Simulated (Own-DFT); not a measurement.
Simulation results for AlGa$_{3}$N$_{4}$ (wurtzite random alloy, strained, atoms displaced)

All values are calculated (Own-DFT development build). A calculation, not a measurement: plane-wave PBE density functional theory by an unreviewed code, no spin, of a simulated periodic cell, stress positive in tension, free energy of the whole cell less one offset for each atom, forces on such cells passed a denser k mesh, this cell's mesh not checked; offsets are fitted by least squares, one for each functional and potential file, so energies compare only between cells with the same atoms and settings and are not formation energies; the far tail of each file's local potential was reset to the Coulomb form; each entry is a single point on an unrelaxed cell, so the pressure reflects the starting lattice, mostly measured values, from which strain is counted, and rises with the displacements; printed positions are rounded, which can move forces by about a meV/angstrom; the program is a retired in-house code; no spin-orbit coupling.

```json
{"formula": "AlGa3N4", "kind": "wurtzite random alloy, strained, atoms displaced", "structure": {"cell_angstrom": [[9.4855, 0.0, 0.0], [-4.7427, 8.2147, 0.0], [0.0, 0.0, 10.2685]], "atoms_fractional": [["Ga", 0.10682, 0.22211, 0.9885], ["Ga", 0.22412, 0.11184, 0.25038], ["N", 0.10779, 0.22052, 0.18205], ["N", 0.21413, 0.11266, 0.43838], ["Ga", 0.11679, 0.23095, 0.50775], ["Ga", 0.21411, 0.10407, 0.7457], ["N", 0.12184, 0.2288, 0.68847], ["N", 0.23061, 0.12306, 0.92875], ["Ga", 0.10983, 0.54097, 0.00139], ["Ga", 0.22012, 0.44837, 0.24924], ["N", 0.11637, 0.57185, 0.18049], ["N", 0.21969, 0.44807, 0.43831], ["Ga", 0.11429, 0.55666, 0.49934], ["Ga", 0.21821, 0.443, 0.74969], ["N", 0.11174, 0.556, 0.68401], ["N", 0.21379, 0.43989, 0.93586], ["Ga", 0.11886, 0.89451, 0.99493], ["Ga", 0.22543, 0.7835, 0.25575], ["N", 0.1032, 0.875, 0.18241], ["N", 0.2327, 0.78252, 0.43482], ["Al", 0.1216, 0.89466, 0.511], ["Al", 0.2267, 0.79046, 0.75536], ["N", 0.10712, 0.88104, 0.68611], ["N", 0.21501, 0.77279, 0.93393], ["Ga", 0.44753, 0.22519, 0.00449], ["Ga", 0.55713, 0.12103, 0.2415], ["N", 0.4539, 0.22904, 0.18882], ["N", 0.55281, 0.11044, 0.44156], ["Ga", 0.44598, 0.22103, 0.50107], ["Ga", 0.55741, 0.10553, 0.76213], ["N", 0.45178, 0.22046, 0.69609], ["N", 0.56531, 0.10926, 0.94277], ["Ga", 0.44492, 0.5557, 0.99871], ["Al", 0.56587, 0.44893, 0.25572], ["N", 0.44999, 0.55938, 0.19056], ["N", 0.54985, 0.43578, 0.44256], ["Al", 0.4453, 0.55118, 0.50121], ["Al", 0.56257, 0.44585, 0.74952], ["N", 0.44207, 0.55063, 0.69125], ["N", 0.55327, 0.44471, 0.93448], ["Ga", 0.45127, 0.9003, 0.00057], ["Ga", 0.55732, 0.78106, 0.25257], ["N", 0.4417, 0.8877, 0.19751], ["N", 0.55016, 0.7715, 0.43633], ["Al", 0.44748, 0.90586, 0.49677], ["Al", 0.56249, 0.78967, 0.75363], ["N", 0.43984, 0.88794, 0.69119], ["N", 0.55452, 0.78267, 0.93719], ["Ga", 0.77639, 0.218, 0.00087], ["Ga", 0.90737, 0.1259, 0.24766], ["N", 0.77852, 0.22659, 0.18314], ["N", 0.88538, 0.10261, 0.42978], ["Al", 0.77572, 0.22192, 0.50485], ["Ga", 0.88814, 0.11853, 0.75536], ["N", 0.77674, 0.22034, 0.68089], ["N", 0.89254, 0.11206, 0.94529], ["Ga", 0.78076, 0.55634, 0.01186], ["Ga", 0.89894, 0.45333, 0.25068], ["N", 0.77988, 0.5588, 0.18976], ["N", 0.89278, 0.4517, 0.4313], ["Al", 0.77653, 0.55471, 0.49647], ["Ga", 0.89174, 0.44313, 0.75126], ["N", 0.77568, 0.55033, 0.68838], ["N", 0.87435, 0.43422, 0.93824], ["Ga", 0.78331, 0.89622, 0.00486], ["Ga", 0.88999, 0.77561, 0.24728], ["N", 0.77495, 0.88305, 0.19038], ["N", 0.89708, 0.78149, 0.43575], ["Ga", 0.7846, 0.89398, 0.50313], ["Ga", 0.88945, 0.77953, 0.74568], ["N", 0.76729, 0.89407, 0.68954], ["N", 0.89054, 0.76754, 0.9408]]}, "settings": {"functional": "PBE", "potential_files": "PseudoDojo norm-conserving, scalar-relativistic, standard set", "wave_cutoff [hartree]": 42.0, "occupations": "Fermi-Dirac", "smearing_width [eV]": 0.1, "k_mesh": "4 x 4 x 3 centred on Gamma"}, "results": {"free_energy_of_cell_above_offsets [eV]": "7.370", "pressure [GPa]": 8.28, "stress_xx [GPa]": -7.18, "stress_yy [GPa]": -7.24, "stress_zz [GPa]": -10.43, "stress_yz [GPa]": 1.01, "stress_xz [GPa]": 0.92, "stress_xy [GPa]": 0.05, "force_element": ["Ga", "Ga", "N", "N", "Ga", "Ga", "N", "N", "Ga", "Ga", "N", "N", "Ga", "Ga", "N", "N", "Ga", "Ga", "N", "N", "Al", "Al", "N", "N", "Ga", "Ga", "N", "N", "Ga", "Ga", "N", "N", "Ga", "Al", "N", "N", "Al", "Al", "N", "N", "Ga", "Ga", "N", "N", "Al", "Al", "N", "N", "Ga", "Ga", "N", "N", "Al", "Ga", "N", "N", "Ga", "Ga", "N", "N", "Al", "Ga", "N", "N", "Ga", "Ga", "N", "N", "Ga", "Ga", "N", "N"], "force_x [eV/angstrom]": [1.953, -0.419, 2.431, 1.458, -1.049, 1.725, -1.56, -0.062, -2.382, 0.666, 0.702, 1.635, -0.728, 0.697, -0.278, 1.567, -0.632, -0.353, 0.606, -1.235, -0.718, 0.666, 0.481, 1.227, -0.04, 1.857, -1.937, 1.261, -0.616, -0.501, -0.834, -1.925, -0.082, -1.341, 0.36, 0.474, -0.737, -1.133, 1.034, 0.749, -0.71, 0.07, 0.379, -0.186, 1.436, -1.527, 0.39, 0.604, 0.725, -2.878, 0.76, -0.748, 0.47, 0.728, 0.071, -1.109, -0.625, -0.284, -0.537, -0.663, 0.327, -0.477, -0.24, 1.369, 0.245, -0.59, 0.293, 0.487, -0.696, -1.096, 1.921, -0.896], "force_y [eV/angstrom]": [0.204, -0.635, 1.559, -0.788, -0.746, 1.099, -1.41, -1.268, 1.965, 0.242, -1.704, -0.213, 0.887, 1.534, 1.102, 0.3, -0.448, 0.046, 2.496, 0.824, -0.832, -2.052, 0.697, 0.385, 0.544, -1.706, 0.984, 1.507, -0.626, 0.55, 0.327, 0.934, 0.289, 0.046, -1.313, 2.051, 0.938, -0.464, 1.141, 0.115, -3.079, -0.085, 1.412, 0.462, -3.162, -2.221, -0.128, -0.018, 1.047, -2.517, 0.271, 2.501, -0.019, -0.493, 0.229, -0.331, -0.657, -0.628, -1.365, -1.287, 0.577, 0.423, 0.539, 0.697, -2.179, 0.972, 1.447, -0.784, -1.316, -1.116, 0.286, 1.96], "force_z [eV/angstrom]": [1.586, -0.414, -0.7, 0.759, -1.876, -0.096, 0.736, 1.436, -0.878, -0.351, 1.408, -0.1, 0.002, -0.225, 1.219, -0.144, 0.286, -1.213, 0.323, 2.49, -3.235, -0.835, 0.498, 0.134, -1.464, 1.764, 0.378, -0.865, 1.102, -2.123, -0.522, 0.135, 0.098, -0.487, 0.012, -0.979, 0.266, 0.12, -0.475, 0.268, 1.173, -0.003, -1.665, 1.97, 0.83, -0.491, -0.698, -0.2, 0.378, 0.389, 1.301, 1.948, -2.524, -0.764, 1.275, -1.671, -2.407, -1.068, 1.625, 2.118, 0.449, -0.256, -1.276, 0.066, -0.188, 0.755, -0.204, 1.683, -1.183, 1.043, 0.448, -0.893]}}
```
